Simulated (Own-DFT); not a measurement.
AlGa₃N₄ (wurtzite random alloy, strained, atoms displaced) (calculated)

A calculation, not a measurement: plane-wave PBE density functional theory by an unreviewed code, no spin, of a simulated periodic cell, stress positive in tension, free energy of the whole cell less one offset for each atom, forces on such cells passed a denser k mesh, this cell's mesh not checked; offsets are fitted by least squares, one for each functional and potential file, so energies compare only between cells with the same atoms and settings and are not formation energies; the far tail of each file's local potential was reset to the Coulomb form; each entry is a single point on an unrelaxed cell, so the pressure reflects the starting lattice, mostly measured values, from which strain is counted, and rises with the displacements; printed positions are rounded, which can move forces by about a meV/angstrom; the program is a retired in-house code; no spin-orbit coupling. Program: Own-DFT development build.

```yaml
- formula: AlGa3N4
  kind: "wurtzite random alloy, strained, atoms displaced"
  structure:
    cell_angstrom: [[9.7708, 0.0, 0.0], [-4.8854, 8.4617, 0.0], [0.0, 0.0, 10.2685]]
    atoms_fractional:
      - [Al, 0.10887, 0.2228, 0.99674]
      - [Al, 0.23471, 0.1154, 0.25664]
      - ["N", 0.10875, 0.21395, 0.19176]
      - ["N", 0.2259, 0.11857, 0.43889]
      - [Al, 0.10948, 0.22409, 0.49952]
      - [Ga, 0.22235, 0.10485, 0.75451]
      - ["N", 0.10892, 0.22273, 0.68879]
      - ["N", 0.21709, 0.10361, 0.93602]
      - [Ga, 0.10216, 0.55316, 0.99808]
      - [Ga, 0.22867, 0.449, 0.25301]
      - ["N", 0.1162, 0.55231, 0.18649]
      - ["N", 0.2179, 0.42987, 0.4425]
      - [Ga, 0.09972, 0.55121, 0.493]
      - [Ga, 0.22676, 0.4501, 0.75161]
      - ["N", 0.11139, 0.54475, 0.69703]
      - ["N", 0.21435, 0.45322, 0.94575]
      - [Al, 0.10717, 0.88635, 0.997]
      - [Ga, 0.2275, 0.78261, 0.24691]
      - ["N", 0.10448, 0.88506, 0.18738]
      - ["N", 0.22734, 0.78131, 0.44108]
      - [Ga, 0.10948, 0.89699, 0.50436]
      - [Al, 0.22391, 0.77216, 0.75424]
      - ["N", 0.11802, 0.89489, 0.69152]
      - ["N", 0.21767, 0.77527, 0.9418]
      - [Ga, 0.44149, 0.2272, 0.99647]
      - [Ga, 0.54811, 0.11177, 0.2467]
      - ["N", 0.44294, 0.21835, 0.18813]
      - ["N", 0.5527, 0.10891, 0.43701]
      - [Ga, 0.45497, 0.23602, 0.49692]
      - [Ga, 0.56449, 0.11999, 0.75571]
      - ["N", 0.43331, 0.22882, 0.68158]
      - ["N", 0.55179, 0.10193, 0.94459]
      - [Ga, 0.43922, 0.54958, 0.00457]
      - [Ga, 0.55443, 0.44971, 0.25378]
      - ["N", 0.45125, 0.56064, 0.19647]
      - ["N", 0.5509, 0.43222, 0.44132]
      - [Al, 0.43562, 0.55384, 0.50449]
      - [Ga, 0.56598, 0.45899, 0.74139]
      - ["N", 0.44919, 0.55458, 0.69593]
      - ["N", 0.55604, 0.4469, 0.94335]
      - [Ga, 0.44609, 0.89059, 0.99742]
      - [Al, 0.55855, 0.7725, 0.25089]
      - ["N", 0.44143, 0.89016, 0.19214]
      - ["N", 0.55914, 0.78926, 0.44355]
      - [Ga, 0.44209, 0.89528, 0.50549]
      - [Ga, 0.55903, 0.77604, 0.7581]
      - ["N", 0.43823, 0.89242, 0.68987]
      - ["N", 0.54907, 0.76903, 0.94021]
      - [Ga, 0.7769, 0.22556, 0.00469]
      - [Ga, 0.88651, 0.09946, 0.24605]
      - ["N", 0.78307, 0.23106, 0.18842]
      - ["N", 0.88403, 0.1031, 0.43522]
      - [Al, 0.77421, 0.22063, 0.49395]
      - [Ga, 0.88705, 0.10338, 0.75422]
      - ["N", 0.78459, 0.23117, 0.6869]
      - ["N", 0.90259, 0.12688, 0.93745]
      - [Ga, 0.77402, 0.55811, 0.99576]
      - [Ga, 0.8941, 0.44407, 0.24704]
      - ["N", 0.79083, 0.55815, 0.19447]
      - ["N", 0.88636, 0.43547, 0.44952]
      - [Ga, 0.78035, 0.5592, 0.49423]
      - [Ga, 0.89451, 0.44265, 0.73167]
      - ["N", 0.77952, 0.55212, 0.68666]
      - ["N", 0.89037, 0.44855, 0.93515]
      - [Ga, 0.77585, 0.89209, 0.00249]
      - [Ga, 0.87932, 0.77222, 0.25998]
      - ["N", 0.77341, 0.88463, 0.18138]
      - ["N", 0.88761, 0.77177, 0.43925]
      - [Ga, 0.76778, 0.8912, 0.49385]
      - [Al, 0.88789, 0.77297, 0.75539]
      - ["N", 0.77796, 0.88268, 0.69019]
      - ["N", 0.88595, 0.77902, 0.93748]
  settings:
    functional: PBE
    potential_files: "PseudoDojo norm-conserving, scalar-relativistic, standard set"
    "wave_cutoff [hartree]": 42.0
    occupations: Fermi-Dirac
    "smearing_width [eV]": 0.1
    k_mesh: "4 x 4 x 3 centred on Gamma"
  results:
    "free_energy_of_cell_above_offsets [eV]": "7.393"
    "pressure [GPa]": -2.43
    "stress_xx [GPa]": 6.02
    "stress_yy [GPa]": 4.38
    "stress_zz [GPa]": -3.1
    "stress_yz [GPa]": 0.56
    "stress_xz [GPa]": -0.32
    "stress_xy [GPa]": -0.64
    force_element: [Al, Al, "N", "N", Al, Ga, "N", "N", Ga, Ga, "N", "N", Ga, Ga, "N", "N", Al, Ga, "N", "N", Ga, Al, "N", "N", Ga, Ga, "N", "N", Ga, Ga, "N", "N", Ga, Ga, "N", "N", Al, Ga, "N", "N", Ga, Al, "N", "N", Ga, Ga, "N", "N", Ga, Ga, "N", "N", Al, Ga, "N", "N", Ga, Ga, "N", "N", Ga, Ga, "N", "N", Ga, Ga, "N", "N", Ga, Al, "N", "N"]
    "force_x [eV/angstrom]": [0.838, -1.782, 1.071, -0.546, 0.268, -0.639, 0.238, -0.592, -0.153, -0.624, -0.311, 0.052, 2.027, 0.487, -0.306, 2.42, 0.154, -1.193, 0.327, -1.053, 0.897, -0.579, -0.461, -0.376, 0.339, 1.479, -1.07, 0.674, -0.391, -0.895, 1.902, -0.08, -0.54, 1.645, -0.359, -0.841, 0.617, 0.134, -1.347, -0.418, -0.624, -1.296, 1.997, -0.914, 0.129, -0.612, 0.709, 0.265, 0.298, -0.195, -0.087, -0.074, 0.227, 0.099, -0.243, -1.002, 1.258, 0.341, -1.878, -0.927, -0.119, -0.72, 0.243, -1.177, 0.358, 1.487, -0.676, -0.687, 1.817, 0.25, 0.277, 0.465]
    "force_y [eV/angstrom]": [0.558, -1.117, 0.601, -0.189, -1.525, 1.393, -0.176, 0.658, 0.73, -1.335, 0.523, 2.075, 1.02, -1.623, 2.826, -1.936, -0.116, -0.639, 1.028, -0.794, -0.059, 0.357, -2.585, 0.725, -0.974, -0.162, 1.083, 1.145, -4.121, -0.188, 0.29, 1.947, 0.253, -0.943, 0.237, 4.869, 0.181, -2.297, 0.964, -0.167, -1.45, 1.544, -0.433, -2.898, -0.137, 0.478, -0.436, 0.858, 0.518, 1.427, -1.654, 1.725, -1.048, 0.966, -2.493, -1.527, -0.159, 0.352, -0.391, -0.021, -1.105, 0.423, 1.697, -0.593, 0.064, 0.757, -0.796, 1.157, -0.143, 0.554, -0.14, 0.388]
    "force_z [eV/angstrom]": [0.858, -1.141, -0.883, 0.038, 0.425, -1.575, -0.319, 1.828, 0.236, -0.5, 1.153, 0.247, 1.029, 0.497, -1.528, -0.334, 0.774, 0.168, 0.051, -0.04, -0.665, -0.421, 0.706, -0.687, 0.153, 0.249, 0.088, 0.423, 1.017, -1.155, 1.712, -0.439, -0.455, -0.576, -0.116, -0.661, -0.068, 1.05, -1.707, -0.701, 0.756, 0.218, -0.439, -1.358, -0.621, -1.659, 1.536, 1.171, -1.231, -0.011, 0.879, 0.743, 0.507, -1.343, -1.018, 1.165, 0.774, 0.519, -0.454, -1.354, 0.585, 2.259, 0.081, -0.224, -1.94, -2.477, 2.359, 1.287, 1.617, -1.316, 0.252, 0.009]
```
